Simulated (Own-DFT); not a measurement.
Simulation results for Hf36O71 (tetragonal hafnia with one neutral oxygen vacancy, atoms displaced)

Computed with Own-DFT development build. A calculation, not a measurement: plane-wave PBE and HSE06 DFT by an unreviewed code, no spin, of a simulated cell at Gamma alone, so results move with cell size and shape, stress positive in tension, energies less offsets, not probed for a lower state with spin; hafnium file: forces about 75 meV/angstrom off all-electron values; oxygen file: force components 24 meV/angstrom off all-electron in a glass; k mesh not checked against a denser one; forces and stress are PBE's, HSE06 gives the energy alone, and its difference from PBE has offsets of its own; offsets are fitted by least squares, one for each functional and potential file, so energies compare only between cells with the same atoms and settings and are not formation energies; the far tail of each file's local potential was reset to the Coulomb form; each entry is a single point on an unrelaxed cell, so the pressure reflects the starting lattice, taken from the Materials Project, from which strain is counted, and rises with the displacements; printed positions are rounded, which can move forces by about a meV/angstrom; the program is a retired in-house code; no spin-orbit coupling.

Common to all runs: first functional PBE; second functional HSE06; exact exchange share 0.25; screening 0.11 1/bohr; exchange divergence Gygi-Baldereschi; potential files PseudoDojo norm-conserving, scalar-relativistic, made for PBE, standard set; wave cutoff 48 hartree; occupations fixed; k mesh 1 x 1 x 1 centred on Gamma.

(1) 
```xyz
107
Lattice="10.7800 0.0000 0.0000 0.0000 10.7800 0.0000 0.0000 0.0000 10.4493" Properties=species:S:1:pos:R:3:force_x:R:1:force_y:R:1:force_z:R:1 formula=Hf36O71 PBE_energy_of_cell_above_offsets=-96.721 HSE06_less_PBE_above_offsets=0.063 PBE_pressure=2.34 PBE_stress_xx=-2.54 PBE_stress_yy=-1.84 PBE_stress_zz=-2.64 PBE_stress_yz=-0.57 PBE_stress_xz=0.66 PBE_stress_xy=0.07
Hf    10.7024    10.7175    10.4212      2.086     -1.253     -0.411
Hf     1.7792     1.7084     2.5991      1.369      0.292      0.569
O      0.1042     1.7334     1.6459     -2.865      0.919      -0.88
O      1.8419    10.7708     3.6556      -0.22       0.66      0.135
O     10.7488     1.8814     4.2512      0.417     -1.177      -0.99
O      1.7627    10.6927     1.0835      0.244      0.024       -0.6
Hf     0.0264     0.1186     5.2593     -1.463     -2.293      -0.78
Hf     1.7876     1.8278     7.8018     -0.788     -1.692      0.901
O      0.0104     1.8465     6.7343      0.237      0.003      1.348
O      1.6885    10.7515     8.8484      0.763      2.072     -0.195
O     10.6622     1.7864     9.4696      0.491      0.339     -0.433
O      1.7291    10.7303     6.2139      2.089      1.321       0.66
Hf     0.0391     3.5229     0.0281     -0.567      1.737      0.508
Hf     1.8186     5.3645     2.6800      -0.27      1.269      -1.56
O     10.7579     5.3313     1.5141      0.395      -0.11      1.308
O      1.7410     3.6229     3.7015      0.792     -0.346     -0.035
O     10.7590     5.3916     4.2178     -0.173     -0.346     -0.326
O      1.8378     3.6283     1.0426     -0.422      0.049     -0.521
Hf     0.1263     3.6005     5.1981     -2.213      0.573      0.367
Hf     1.7671     5.3132     7.8300      0.396      4.066      0.379
O      0.0183     5.4941     6.8231     -0.048     -0.443     -0.483
O      1.7497     3.6358     8.8234      0.089     -2.324      1.014
O      0.0234     5.4173     9.3712     -0.426     -1.637      0.151
O      1.8413     3.6037     6.2660     -0.928       0.19      0.737
Hf    10.7652     7.0920     0.0171      0.635      1.297     -0.148
Hf     1.8307     8.9969     2.6269     -2.109     -0.336      0.533
O      1.7196     7.1709     3.6311      0.384      -0.48     -0.028
O      0.0803     9.0301     4.2195     -0.221     -0.055      0.087
O      1.8185     7.1758     1.0326     -1.108      0.075      0.391
Hf    10.7734     7.2171     5.2470      1.539      1.389     -0.454
Hf     1.7870     8.9452     7.8168      0.342     -0.681      0.271
O      0.0241     9.0538     6.7766     -1.562     -0.265      0.506
O      1.7954     7.2223     8.8751      0.217     -1.531      0.076
O      0.0478     8.9264     9.3772     -0.865      0.323      1.255
O      1.8214     7.3074     6.3143      -0.22     -0.676     -1.373
Hf     3.5683     0.0394     0.0251     -0.484     -1.134     -0.802
Hf     5.4022     1.7669     2.6508     -1.037      1.456     -1.643
O      3.5306     1.8248     1.5488       1.03     -0.871      0.295
O      5.4147     0.0110     3.5789     -0.272     -0.418      0.837
O      3.5151     1.8168     4.1658      0.673     -0.147      0.763
O      5.4132    10.7645     0.9612     -0.176     -0.066       0.56
Hf     3.5950     0.0342     5.3159     -1.121      -1.81     -0.888
Hf     5.3749     1.8049     7.7614      0.205      0.096      0.863
O      3.5348     1.8932     6.7871      0.399     -0.907     -0.186
O      5.3673    10.7795     8.8181      0.351      1.432      0.409
O      3.6308     1.8331     9.4265     -0.714     -1.159      -1.03
O      5.3927     0.0073     6.2983     -0.325      1.157     -0.806
Hf     3.5762     3.5979    10.3356       1.21      0.745      2.564
Hf     5.4558     5.4736     2.5492     -2.293     -2.122      1.068
O      3.6622     5.4519     1.5987     -0.853      0.158      0.708
O      5.4054     3.5293     3.5538      0.035      0.958      1.387
O      3.6847     5.5137     4.2817     -0.764     -3.125     -1.015
O      5.4251     3.6159     1.0772     -0.773     -0.609     -1.275
Hf     3.5041     3.5718     5.2229      2.271      1.005      -0.74
Hf     5.4138     5.3333     7.8277     -1.416       0.77      1.066
O      3.5366     5.4474     6.8439      0.924     -0.316      0.034
O      5.3703     3.5719     8.9152      0.106     -0.203     -0.657
O      3.6013     5.3919     9.4925     -0.212      0.171     -0.494
O      5.3332     3.6058     6.3439      0.044     -0.227     -1.426
Hf     3.5815     7.2288     0.1086     -0.557     -0.018     -2.238
Hf     5.4244     8.9867     2.6456     -0.955      -0.32      0.257
O      3.5564     8.9565     1.6185      2.081     -0.063     -0.312
O      5.4684     7.1319     3.6952      0.351      1.834      -0.56
O      3.5555     8.9954     4.1758      0.929      0.151      0.192
O      5.4556     7.2129     1.0254      -0.65      0.441      1.083
Hf     3.6665     7.1906     5.2283     -1.288      1.969      1.736
Hf     5.4850     8.9758     7.8503      -5.08     -0.527       1.53
O      3.5826     9.0274     6.7809      0.914      0.696      0.115
O      5.3053     7.1981     8.8511      1.151     -0.711      0.301
O      3.5900     8.9761     9.4020     -0.144      0.971      1.401
O      5.4365     7.2619     6.2475      0.482     -0.583     -0.218
Hf     7.1624     0.0727    10.3898      0.303     -0.496      0.123
Hf     8.8842     1.7708     2.6150      1.907     -0.883      0.511
O      7.2147     1.8154     1.5523     -0.777     -0.646      0.128
O      8.9764    10.6976     3.6863     -0.175      2.065     -0.709
O      7.1886     1.7736     4.2148     -0.079     -0.284     -0.511
O      9.0351    10.7715     0.9913     -2.066      0.113      0.656
Hf     7.1595    10.7542     5.2358      1.025      0.296       0.54
Hf     8.9811     1.8615     7.8719      0.408     -0.751     -1.022
O      7.2017     1.8710     6.8301     -0.441      0.021      0.046
O      9.0308    10.7438     8.8262     -0.431      1.167      0.579
O      7.2265     1.8534     9.4392       0.02     -1.732     -1.016
O      8.9376     0.0247     6.2478      0.012       0.01     -0.051
Hf     7.1684     3.5307    10.4403     -0.929      2.353      0.554
Hf     8.9679     5.3136     2.6548      0.885      0.693     -1.061
O      7.1140     5.3447     1.6472      2.637      0.736     -0.989
O      8.9732     3.4964     3.6524     -0.491      0.998     -0.497
O      7.1543     5.3126     4.2000      0.657      1.041     -0.106
O      8.9006     3.6747     0.9992      1.604     -0.737      0.418
Hf     7.1704     3.5861     5.1744      0.254     -0.828      1.579
Hf     8.9946     5.4260     7.7819     -0.056      -0.39      0.904
O      7.1224     5.3291     6.8190      1.414      0.633      -0.98
O      8.9858     3.5806     8.8294       0.13      1.166      0.051
O      7.1862     5.3640     9.3885     -0.081      0.866       0.65
O      9.0280     3.6593     6.2179     -0.373      0.187     -0.207
Hf     7.1187     7.2259     0.0109      2.056     -0.828     -1.463
Hf     8.8777     8.9990     2.6283      4.774     -0.813      1.155
O      7.2648     8.9961     1.6988     -3.286     -0.127     -2.394
O      9.0564     7.1710     3.6619     -1.182     -0.169      0.069
O      7.1771     9.0539     4.1849     -0.371     -1.871      0.716
O      8.9964     7.1292     1.0619     -1.206      0.251     -0.542
Hf     7.2257     7.0990     5.1989     -0.639      0.839      0.156
Hf     8.9632     9.0106     7.8457      1.342     -0.186     -0.918
O      7.0614     9.0550     6.9228      4.714      0.087     -2.778
O      9.0068     7.2510     8.8181      -0.62     -0.962        0.4
O      7.1393     9.0676     9.3906      0.244     -1.087      1.321
O      8.9897     7.2485     6.2696     -1.236      -0.36     -0.161
```

Units: PBE_energy_of_cell_above_offsets, HSE06_less_PBE_above_offsets in eV; PBE_pressure, PBE_stress_xx, PBE_stress_yy, PBE_stress_zz, PBE_stress_yz, PBE_stress_xz, PBE_stress_xy in GPa; force_x, force_y, force_z in eV/Å.

(2) 
```xyz
107
Lattice="10.7800 0.0000 0.0000 0.0000 10.7800 0.0000 0.0000 0.0000 10.4493" Properties=species:S:1:pos:R:3:force_x:R:1:force_y:R:1:force_z:R:1 formula=Hf36O71 PBE_energy_of_cell_above_offsets=-97.429 HSE06_less_PBE_above_offsets=0.038 PBE_pressure=1.43 PBE_stress_xx=-0.35 PBE_stress_yy=-2.53 PBE_stress_zz=-1.42 PBE_stress_yz=-0.37 PBE_stress_xz=-0.08 PBE_stress_xy=-0.15
Hf    10.7344    10.7685    10.4059      2.026       0.37      0.772
Hf     1.7217     1.7763     2.5912      2.454     -1.161     -0.216
O      0.0289     1.8474     1.5207     -1.158      -0.11      0.374
O      1.7502    10.7172     3.6440     -0.388       0.94      0.663
O     10.7479     1.7914     4.1396       0.01     -0.597      0.139
O      1.8170    10.7793     1.1086     -1.209     -0.066     -1.101
Hf     0.0527    10.7445     5.2526     -0.004     -0.687      0.107
Hf     1.7641     1.8287     7.7695      2.402     -0.845      2.353
O      0.1353     1.8406     6.8204     -3.575     -0.312     -1.714
O      1.8547     0.0475     8.8255     -0.079     -0.565      0.437
O      0.0159     1.7478     9.4051     -0.721      0.772      0.194
O      1.8638    10.7675     6.3552     -1.417     -0.754     -1.258
Hf    10.7131     3.6140     0.1096      2.204     -0.757     -1.965
Hf     1.8174     5.3835     2.6793     -0.687     -0.298     -0.988
O     10.7543     5.4431     1.5752      0.409     -0.656      0.088
O      1.8001     3.5274     3.7666      0.104       1.17     -1.198
O      0.0591     5.4040     4.1870     -0.134     -0.968     -0.282
O      1.7414     3.5764     1.0530       0.81      0.781      0.371
Hf     0.0582     3.5756     5.1938     -1.074      0.531      0.372
Hf     1.7965     5.4194     7.8296     -0.245     -1.175     -0.117
O      0.0064     5.3934     6.7948     -0.113      0.268       0.59
O      1.8599     3.5112     8.8531      0.519      1.678        0.4
O      0.0136     5.3136     9.3509     -0.123      0.768      0.635
O      1.7250     3.6495     6.2904      1.304       0.45      0.088
Hf    10.7346     7.1294    10.3876      0.412      0.097      1.432
Hf     1.8369     8.9580     2.6279      0.046      0.859     -1.074
O     10.7499     8.9387     1.6688      1.379      0.214     -1.142
O      1.6973     7.1406     3.6648      1.131      0.345     -0.179
O     10.7477     8.9457     4.1557      0.217       1.17      0.535
O      1.8006     7.1291     1.0243     -0.313     -0.037      0.176
Hf     0.0468     7.2189     5.1345     -2.111     -0.386      1.591
Hf     1.8508     8.9707     7.8694     -0.737      0.968     -0.085
O     10.6830     9.0275     6.7532      1.796     -0.181      0.715
O      1.8306     7.1567     8.9312      -0.34      0.042     -0.745
O      0.0382     8.9701     9.4383     -0.017      0.043      -0.13
O      1.7670     7.2066     6.2384      0.409     -0.273      0.575
Hf     3.6461    10.7488    10.4002      -1.27      1.739      1.122
Hf     5.3901     1.8163     2.5286     -1.601     -0.092      1.074
O      3.5821     1.7617     1.5553      -0.71      0.723      0.212
O      5.3782    10.7581     3.5876      0.336      0.469      0.545
O      3.5740     1.7654     4.2277     -0.112      0.502     -0.053
O      5.3053    10.7627     1.0421      1.718     -0.193      -0.77
Hf     3.5551    10.7796     5.2456      1.281      1.021     -0.306
Hf     5.3694     1.7787     7.8267     -1.293      0.902     -0.201
O      3.5269     1.7780     6.7776      0.957      0.593       0.58
O      5.3400     0.0283     8.8888      0.001     -0.465      0.183
O      5.3512    10.7756     6.2906      0.567     -0.205     -0.495
Hf     3.5764     3.6701    10.4219       0.48     -2.773      0.247
Hf     5.3000     5.4646     2.6189       3.01     -0.666      0.091
O      3.6536     5.4238     1.5836     -2.735      -0.37     -0.361
O      5.4109     3.6720     3.5476       0.01     -1.626      0.545
O      3.7172     5.4088     4.2521     -1.365       0.35     -0.928
O      5.4002     3.5882     1.0317     -0.025      0.166     -1.005
Hf     3.4929     3.6229     5.2460      1.957     -1.314      0.216
Hf     5.3222     5.4094     7.8169      2.058     -0.478     -0.388
O      3.6780     5.3659     6.7528     -3.113       0.35      0.338
O      5.4101     3.5996     8.7675     -0.417     -0.331      0.886
O      3.6002     5.3741     9.3845     -0.022       0.91     -0.137
O      5.3287     3.6413     6.2644      0.538     -0.749     -1.183
Hf     3.5653     7.1461     0.0221       0.69      0.998      0.304
Hf     5.4798     8.9621     2.6610     -1.021      1.201     -0.843
O      3.5832     9.0482     1.5704      0.251     -1.278        0.3
O      5.4334     7.2087     3.6366      -0.37      -0.03      0.983
O      3.5602     9.0349     4.2259     -0.317     -1.796     -0.076
O      5.3762     7.1052     1.0617      0.357      0.869     -0.949
Hf     3.5654     7.2051     5.2684      1.415      0.609      0.349
Hf     5.3638     8.9738     7.9113      0.565      0.215      -1.63
O      3.5759     8.8766     6.8354      0.363      0.112     -0.064
O      5.3971     7.2249     8.9016      0.314     -0.479      0.562
O      3.5313     9.0109     9.3707      0.311     -1.283      0.221
O      5.3561     7.1413     6.3654       0.44      0.752     -1.298
Hf     7.1654    10.7726    10.4055     -0.785      1.101      2.333
Hf     9.0521     1.8186     2.5994     -1.447     -1.365      0.439
O      7.0970     1.7021     1.5913       2.67      0.446      0.092
O      8.9337    10.7331     3.6396      0.385      1.189     -0.008
O      7.2196     1.7872     4.1910      0.083     -0.779      0.095
O      9.0135     0.0362     0.9670     -0.369      0.031      0.545
Hf     7.2583    10.7401     5.2345     -0.768     -0.265      0.209
Hf     9.0263     1.8382     7.8659     -0.034     -0.889     -0.959
O      7.1434     1.8488     6.8697      1.571     -0.118     -0.303
O      8.9663    10.7758     8.8625      0.289      1.272      0.761
O      7.2101     1.7677     9.5322      0.367      0.782     -1.336
O      9.0641     0.0189     6.3100     -0.743      1.017     -0.791
Hf     7.2420     3.5947     0.0464     -2.375     -0.674      0.362
Hf     8.9786     5.3394     2.6674     -1.282      1.676     -0.153
O      7.2357     5.4748     1.5460      0.153     -0.643      1.176
O      9.0198     3.5711     3.6737      0.019     -0.137     -0.644
O      7.1916     5.3367     4.2305      0.614      0.302     -0.358
O      9.0070     3.5947     1.0357     -0.892     -0.388       1.34
Hf     7.1951     3.4827     5.1961     -1.177      1.997      1.119
Hf     8.9878     5.3361     7.8517     -0.433      0.816     -1.838
O      7.1929     5.3886     6.7388      0.264      -0.07      1.864
O      9.0398     3.5504     8.8588     -0.295      0.628      0.584
O      7.1817     5.2793     9.5395      0.742      2.455     -1.715
O      9.0513     3.5997     6.2311     -0.547     -0.477      0.449
Hf     7.2494     7.2487    10.4084     -0.935     -1.506      1.719
Hf     9.0282     8.9837     2.6026     -0.823     -0.739      0.318
O      7.1950     9.0072     1.5965       0.28     -0.174     -0.749
O      8.9725     7.1875     3.6498     -0.028      -0.51     -0.177
O      7.1654     8.9823     4.1601     -0.002      0.019      0.925
O      8.9985     7.2266     1.0812      0.016       0.07     -1.337
Hf     7.2195     7.1569     5.2097     -0.025     -0.704      0.818
Hf     9.0271     9.0489     7.9748     -0.371     -0.856     -3.227
O      7.2553     9.0189     6.8817     -0.885      0.266     -0.112
O      9.0118     7.2642     8.9035     -0.358     -1.902      0.515
O      7.1847     9.0649     9.4331     -0.119     -1.458     -0.363
O      8.9570     7.1901     6.2274      0.799     -0.403     -0.072
```

Units: PBE_energy_of_cell_above_offsets, HSE06_less_PBE_above_offsets in eV; PBE_pressure, PBE_stress_xx, PBE_stress_yy, PBE_stress_zz, PBE_stress_yz, PBE_stress_xz, PBE_stress_xy in GPa; force_x, force_y, force_z in eV/Å.
